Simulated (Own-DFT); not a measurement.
Hf36O71 (tetragonal hafnia with one neutral oxygen vacancy, atoms displaced) (calculated)

A calculation, not a measurement: plane-wave PBE and HSE06 DFT by an unreviewed code, no spin, of a simulated cell at Gamma alone, so results move with cell size and shape, stress positive in tension, energies less offsets, not probed for a lower state with spin; hafnium file: forces about 75 meV/angstrom off all-electron values; oxygen file: force components 24 meV/angstrom off all-electron in a glass; k mesh not checked against a denser one; forces and stress are PBE's, HSE06 gives the energy alone, and its difference from PBE has offsets of its own; offsets are fitted by least squares, one for each functional and potential file, so energies compare only between cells with the same atoms and settings and are not formation energies; the far tail of each file's local potential was reset to the Coulomb form; each entry is a single point on an unrelaxed cell, so the pressure reflects the starting lattice, taken from the Materials Project, from which strain is counted, and rises with the displacements; printed positions are rounded, which can move forces by about a meV/angstrom; the program is a retired in-house code; no spin-orbit coupling. Program: Own-DFT development build.

Settings shared by all entries: first functional PBE; second functional HSE06; exact exchange share 0.25; screening 0.11 1/bohr; exchange divergence Gygi-Baldereschi; potential files PseudoDojo norm-conserving, scalar-relativistic, made for PBE, standard set; wave cutoff 48 hartree; occupations fixed; k mesh 1 x 1 x 1 centred on Gamma.

(1) 
```xyz
107
Lattice="10.7800 0.0000 0.0000 0.0000 10.7800 0.0000 0.0000 0.0000 10.4493" Properties=species:S:1:pos:R:3:force_x:R:1:force_y:R:1:force_z:R:1 formula=Hf36O71 PBE_energy_of_cell_above_offsets=-97.159 HSE06_less_PBE_above_offsets=0.033 PBE_pressure=2.15 PBE_stress_xx=-2.66 PBE_stress_yy=-1.36 PBE_stress_zz=-2.44 PBE_stress_yz=-0.67 PBE_stress_xz=-1.72 PBE_stress_xy=0.12
Hf     0.0980     0.0409     0.0876     -2.494     -0.339     -1.457
Hf     1.8095     1.7687     2.6304       0.83      1.223      0.215
O     10.7598     1.7468     1.6593      1.267     -0.015     -1.338
O      1.8966    10.7589     3.6795     -0.112      1.666     -0.039
O      0.0285     1.8355     4.1726      0.319     -1.104      -0.75
O      1.8085    10.7783     1.0516     -0.489       0.55      0.221
Hf     0.0454     0.0662     5.2087      -1.23     -1.728      0.062
Hf     1.6766     1.7861     7.7956      1.975      1.655     -0.316
O      0.0222     1.8305     6.7303      -0.72     -0.063     -0.141
O      1.7764     0.0639     8.7285     -0.355     -0.892      2.418
O     10.7796     1.8983     9.2987      0.284      -1.42      1.395
O      1.7886    10.7359     6.2614      0.094      0.616     -0.363
Hf    10.7531     3.6499    10.3802       1.68     -0.257      0.365
Hf     1.7758     5.3710     2.5729      1.993      1.157      0.744
O      0.0286     5.3344     1.6211     -0.949     -0.317     -0.952
O      1.8295     3.5844     3.6049     -0.247     -0.476     -0.561
O      0.0165     5.3916     4.2355      0.487     -0.476     -0.585
Hf    10.7664     3.5642     5.1592     -0.276      1.208      1.402
Hf     1.7886     5.3680     7.8347     -0.022      0.522      0.072
O     10.7471     5.4590     6.8538      0.561     -0.209      0.301
O      1.8414     3.5818     8.8814     -0.315      0.349     -0.013
O     10.7715     5.3879     9.4434      0.096       0.17      0.273
O      1.7844     3.5959     6.2619       0.04      0.571     -0.313
Hf     0.0384     7.1989     0.0554      0.852      0.342      0.032
Hf     1.8204     9.0755     2.6325     -1.844      -2.13      0.933
O      0.0512     8.9547     1.6871     -0.272      0.467     -1.857
O      1.8128     7.2963     3.5861      0.226     -1.891      0.474
O      0.1206     9.0043     4.1184     -1.055      0.667      1.769
O      1.9107     7.1582     1.0252     -1.915     -0.201     -0.389
Hf     0.0198     7.1597     5.1807      0.162      1.257      0.385
Hf     1.7863     9.0477     7.8437      0.532     -1.956     -1.192
O     10.7501     8.9255     6.7785      0.466      0.468      0.475
O      1.8615     7.1397     8.8783     -0.922      0.848     -0.403
O     10.7166     8.9858     9.4718       0.63      0.593      0.314
O      1.8443     7.2714     6.2539     -0.166     -0.941     -0.504
Hf     3.5757    10.7116     0.0889      0.618      0.628      -1.96
Hf     5.3677     1.8098     2.5285      0.421      0.348      2.437
O      3.6521     1.7283     1.4832     -1.559      0.462      1.673
O      5.5182    10.7613     3.7026     -1.135      0.835     -1.484
O      3.6432     1.8137     4.2884     -0.254       0.18     -1.367
O      5.3185    10.7661     1.0339      1.725     -0.383      0.257
Hf     3.6136    10.7572     5.1773      0.713      0.091       1.66
Hf     5.3250     1.8472     7.8396      0.918     -0.562     -0.131
O      3.6630     1.8992     6.7912       -2.2       0.02      0.682
O      5.3644    10.7487     8.8234      0.565      0.744       1.36
O      3.6417     1.7697     9.5071      0.038     -0.733     -0.695
O      5.3135     0.0516     6.2758      1.157     -0.276      -0.41
Hf     3.6312     3.5501     0.0124      -2.43      0.739     -1.533
Hf     5.4099     5.3789     2.6059     -0.613      0.819      0.364
O      3.6142     5.3982     1.6134     -0.716     -0.456     -0.198
O      5.4186     3.6348     3.6332     -0.156     -1.146     -0.767
O      3.5970     5.4013     4.1369     -0.179      0.128      1.224
O      5.2477     3.6511     0.9677      4.291     -0.303      1.781
Hf     3.6105     3.6345     5.2993      0.337     -0.473     -0.826
Hf     5.3489     5.4288     7.8181      1.735     -0.206      1.367
O      3.7091     5.3729     6.8915     -3.047     -0.478     -1.847
O      5.3277     3.6420     8.9392      0.336     -0.292     -1.216
O      3.6176     5.4575     9.4246      0.041     -1.666     -0.128
O      5.4417     3.5443     6.2112     -0.634      0.488      0.856
Hf     3.6306     7.1564    10.3919     -0.108     -0.397      1.249
Hf     5.3768     8.9954     2.6051      0.718      -0.97      0.531
O      3.4709     9.0482     1.6406      3.198      0.404     -1.117
O      5.4358     7.1877     3.6005     -0.317      0.414      0.175
O      3.6776     8.9605     4.2083      0.249      0.834     -0.561
O      5.4142     7.2076     1.1006      0.047       0.37     -1.429
Hf     3.5875     7.2259     5.1525      0.308     -0.613      0.719
Hf     5.3953     8.9623     7.9480     -0.024      0.725     -2.918
O      3.5657     9.0401     6.8410      0.411     -0.159      0.265
O      5.3316     7.2244     8.8519      0.611     -1.254      0.805
O      3.5805     8.9388     9.4324     -0.243      1.363       0.23
O      5.4075     7.2239     6.2529     -0.171     -0.296     -0.203
Hf     7.1267    10.7547    10.4218      1.081     -0.195     -0.587
Hf     9.0305     1.8244     2.5774     -2.054     -1.211      2.019
O      7.1667     1.8498     1.6191      0.208     -0.062     -0.921
O      8.8948    10.7745     3.6925      1.016      1.094     -1.296
O      7.2005     1.8371     4.2416      0.005     -0.041     -0.589
O      8.9934    10.7391     1.0298      0.186      0.595     -0.556
Hf     7.1980     0.0328     5.1971      -0.36      0.193      0.601
Hf     8.9715     1.8665     7.8506       -0.7      -1.86     -1.589
O      7.2072     1.7804     6.7810     -0.452      0.313      0.784
O      8.9305     0.0458     8.8204      0.219     -0.378      0.311
O      7.2045     1.8058     9.3596     -0.232      0.193      1.366
O      9.0141     0.1039     6.1959      0.664     -0.549      0.354
Hf     7.2735     3.6015    10.4401     -2.627     -0.667     -0.855
Hf     8.9588     5.3350     2.5324       0.69      1.355      2.257
O      7.2545     5.4682     1.5549     -0.795     -0.937     -0.324
O      9.0207     3.5686     3.7300     -0.027      0.581     -1.475
O      7.0920     5.4190     4.2413      0.695      -0.89     -0.308
O      8.9662     3.5675     1.0071          1      0.088      0.802
Hf     7.1989     3.5850     5.2628      0.136     -0.162     -0.448
Hf     8.9027     5.3865     7.8755      1.601      0.118     -1.081
O      7.2193     5.3122     6.8653     -1.154      0.516     -0.298
O      9.0027     3.5494     8.8979      -0.72      1.881      0.777
O      7.1490     5.4040     9.4466      0.526     -0.721     -0.191
O      8.9809     3.6194     6.2971      0.812     -0.246     -0.047
Hf     7.2493     7.1548    10.4006     -0.275      0.871      1.643
Hf     8.9453     8.9965     2.5970      0.753     -0.271      1.337
O      7.2511     8.9763     1.6019      -1.85      0.535     -1.084
O      8.9662     7.1482     3.6100      0.176     -0.228     -0.184
O      7.2255     9.0342     4.1256     -0.135     -1.399      1.064
O      9.0372     7.2458     1.0966      -0.03     -0.681      -1.21
Hf     7.2229     7.1743     5.2281     -0.409      1.283     -0.548
Hf     9.0506     9.0108     7.8540      -0.78     -0.006     -0.247
O      7.2594     8.9309     6.8993     -0.586       0.41     -0.511
O      8.9826     7.1370     8.8884      -0.09      0.678      0.122
O      7.1968     8.9202     9.4057     -0.282      1.083      0.846
O      8.9935     7.1464     6.1800      0.019     -0.119      0.538
```

Units: PBE_energy_of_cell_above_offsets, HSE06_less_PBE_above_offsets in eV; PBE_pressure, PBE_stress_xx, PBE_stress_yy, PBE_stress_zz, PBE_stress_yz, PBE_stress_xz, PBE_stress_xy in GPa; force_x, force_y, force_z in eV/Å.

(2) 
```xyz
107
Lattice="10.7800 0.0000 0.0000 0.0000 10.7800 0.0000 0.0000 0.0000 10.4493" Properties=species:S:1:pos:R:3:force_x:R:1:force_y:R:1:force_z:R:1 formula=Hf36O71 PBE_energy_of_cell_above_offsets=-100.741 HSE06_less_PBE_above_offsets=-0.132 PBE_pressure=0.82 PBE_stress_xx=-0.79 PBE_stress_yy=-0.41 PBE_stress_zz=-1.26 PBE_stress_yz=0.27 PBE_stress_xz=-0.03 PBE_stress_xy=0.02
Hf     0.0381    10.7770     0.0747      -1.23     -0.269     -1.063
Hf     1.7940     1.7910     2.6568      0.653     -0.182     -0.599
O     10.7028     1.7749     1.5959      1.275     -0.035     -0.035
O      1.7431     0.0093     3.6555      0.183     -0.314     -0.557
O     10.7668     1.8029     4.1697     -0.214     -0.033      0.175
O      1.7984     0.0546     1.0427      0.031     -0.367      0.221
Hf    10.7272     0.0518     5.2099      1.048     -0.994      0.943
Hf     1.8310     1.7807     7.8355     -0.398      0.423      -0.16
O     10.7776     1.7986     6.8540      0.124     -0.406      -0.09
O      1.7860     0.0351     8.8664     -0.152     -0.849      0.175
O     10.7578     1.8011     9.4916      0.138      -0.34     -0.443
O      1.8456    10.7561     6.2214     -0.844      0.335      0.185
Hf    10.7431     3.5462    10.4425      0.428      0.837       0.65
Hf     1.7998     5.4120     2.6274     -0.425     -0.768     -0.214
O      0.0074     5.3786     1.5772      0.226     -0.034      0.579
O      1.7737     3.5730     3.6247       0.11      0.425      -0.04
O      0.0324     5.3751     4.2236      0.121      0.529     -0.422
O      1.8153     3.5984     0.9801      -0.45     -0.282      0.449
Hf     0.0041     3.6085     5.2150      0.001      0.136      0.422
Hf     1.8080     5.3563     7.8598     -0.681      0.537     -0.961
O     10.7699     5.4182     6.7842     -0.091     -0.518      0.974
O      1.8324     3.6231     8.8722     -0.052     -0.757     -0.246
O     10.7630     5.3746     9.4752     -0.324      0.025     -0.768
O      1.7825     3.5877     6.2520      0.737      0.157     -0.214
Hf     0.0608     7.1946     0.0071     -0.895     -0.499     -0.374
Hf     1.8155     8.9610     2.6179     -0.456      0.853      0.167
O     10.7353     8.9865     1.5726      1.668      0.263       0.34
O      1.7879     7.2045     3.6521      0.115      -0.29      0.035
O      0.0387     8.9948     4.1821     -0.176      0.529      0.103
O      1.7896     7.1736     1.0227      0.674      0.167       0.62
Hf     0.0393     7.2176     5.1802     -0.852     -0.304      1.235
Hf     1.8283     8.9591     7.8791     -1.011       0.57     -0.833
O     10.7594     9.0193     6.8105      0.763     -0.065      0.279
O      1.7140     7.1863     8.8151       0.47     -0.314      0.792
O     10.7731     8.9441     9.4809     -0.018      0.799     -0.503
O      1.7908     7.1525     6.3152      0.817      0.447     -1.036
Hf     3.5810    10.7671     0.0076     -0.299       0.74     -0.222
Hf     5.4264     1.7607     2.5795     -1.244      0.651      0.693
O      3.6156     1.7513     1.5412     -0.175      0.427      0.449
O      5.4170    10.7397     3.6298      0.105        0.7      0.095
O      3.5842     1.7680     4.1440      0.054      0.331      0.631
O      5.3609     0.0067     1.0105      0.406     -0.251      0.444
Hf     3.6142    10.7749     5.2493     -0.666      0.401     -0.559
Hf     5.3814     1.8065     7.8246     -0.152     -0.606      0.524
O      3.6072     1.7863     6.8021      0.196      0.185      0.008
O      5.3599    10.7798     8.8534      0.225      0.614     -0.086
O      3.5767     1.7790     9.3980      0.339      0.613      0.073
O      5.3852     0.0135     6.2663      0.841      0.153     -0.129
Hf     3.6078     3.5936     0.0322     -0.595     -0.416     -0.213
Hf     5.4424     5.4184     2.6045     -0.348     -0.866      0.119
O      3.5905     5.3892     1.6559      0.023      0.075     -0.659
O      5.3796     3.5885     3.6008      0.101      -0.03      0.288
O      3.5969     5.3660     4.1776      -0.28      0.943      0.373
O      5.3822     3.6160     1.0071      0.609      -0.24      0.114
Hf     3.6363     3.6584     5.2033     -1.073     -1.208     -0.368
Hf     5.3849     5.3142     7.8693      0.256      2.057     -0.234
O      3.6426     5.3920     6.7743     -0.482     -0.431      0.461
O      5.4359     3.6126     8.9114     -0.518     -0.665     -0.665
O      3.5914     5.4439     9.4608     -0.079     -1.219     -0.454
O      5.3924     3.5900     6.2145      0.036     -0.392      0.808
Hf     3.6107     7.1492     0.0401     -0.087      1.026     -0.579
Hf     5.4132     9.0086     2.5920     -0.243      -1.17      0.466
O      3.5900     8.9809     1.5746     -0.301      0.354      0.434
O      5.4544     7.1224     3.6186     -0.622      1.582      0.325
O      3.5833     8.9822     4.2146      0.066     -0.228     -0.133
O      5.3096     7.2188     1.0179      1.653     -0.293      0.284
Hf     3.6086     7.1854     5.2360      -0.02     -0.167      0.412
Hf     5.3586     9.0029     7.8050      1.493     -1.107      0.693
O      3.6198     9.0089     6.8231      -0.81     -0.232     -0.179
O      5.3957     7.1597     8.8457     -0.125      0.121     -0.046
O      3.6123     9.0199     9.4500     -0.448     -1.142      -0.38
O      5.3880     7.2168     6.2670     -0.248      0.058     -0.783
Hf     7.1150     0.0172     0.0067       1.35      -0.65     -0.703
Hf     9.0198     1.7498     2.6421     -0.715      1.116      0.087
O      7.1983     1.7509     1.6705      0.213      0.008     -0.998
O      8.9423    10.7516     3.6196      0.335      0.477      0.651
O      7.1794     1.8222     4.2036     -0.122     -0.231      0.557
O      8.9438    10.7199     0.9957      0.088      0.332      0.119
Hf     7.1824     0.0353     5.1874      0.209     -1.041       0.24
Hf     8.9315     1.8051     7.8569      2.011     -0.736      0.468
O      7.2549     1.7977     6.8547     -2.184      0.192     -0.699
O      8.9757    10.7587     8.8304     -0.073      0.704      0.007
O      7.1199     1.8316     9.4440      0.231     -0.852     -0.035
O      8.9592    10.7778     6.2569     -0.234      0.243     -0.775
Hf     7.1992     3.5792    10.4331     -0.098      0.664      0.746
Hf     9.0004     5.3741     2.5857      0.097      0.186      0.684
O      7.1999     5.3968     1.6170      0.133      0.427     -0.932
O      8.9936     3.6150     3.6518      0.063     -0.464     -0.201
O      7.2140     5.4253     4.1364      0.044      -0.89          1
O      8.9584     3.6010     1.0439      0.051     -0.039      0.003
Hf     7.1707     3.5985     5.2668      1.251      0.809     -1.163
Hf     8.9677     5.3562     7.8735       0.49      1.445     -0.618
O      7.1498     5.3783     6.7879      0.487     -0.491      0.372
O      8.9491     3.6110     8.9170     -0.005     -0.653      -0.28
O      7.1986     5.3825     9.4465      0.349      0.277     -0.063
O      9.0191     3.5303     6.2587     -0.812      0.351      0.057
Hf     7.2322     7.1777     0.0100     -0.279      0.679     -0.584
Hf     9.0083     8.9881     2.6088     -0.477     -0.602     -0.032
O      7.1800     8.9645     1.6507     -0.042     -0.111     -1.121
O      9.0462     7.2240     3.6575      0.035     -0.711     -0.306
O      7.1979     8.9665     4.1532     -0.233      0.416       0.86
O      9.0427     7.2108     1.0087      -0.99     -0.232     -0.437
Hf     7.1928     7.1933     5.2220      0.224      0.304      0.288
Hf     8.9702     8.9570     7.8241      0.003     -0.413      0.337
O      7.2107     8.9020     6.8092     -0.781      0.635     -0.237
O      7.1697     9.0214     9.3642      0.184     -0.635      1.255
O      8.9812     7.2009     6.2984      0.303     -0.284     -0.338
```

Units: PBE_energy_of_cell_above_offsets, HSE06_less_PBE_above_offsets in eV; PBE_pressure, PBE_stress_xx, PBE_stress_yy, PBE_stress_zz, PBE_stress_yz, PBE_stress_xz, PBE_stress_xy in GPa; force_x, force_y, force_z in eV/Å.
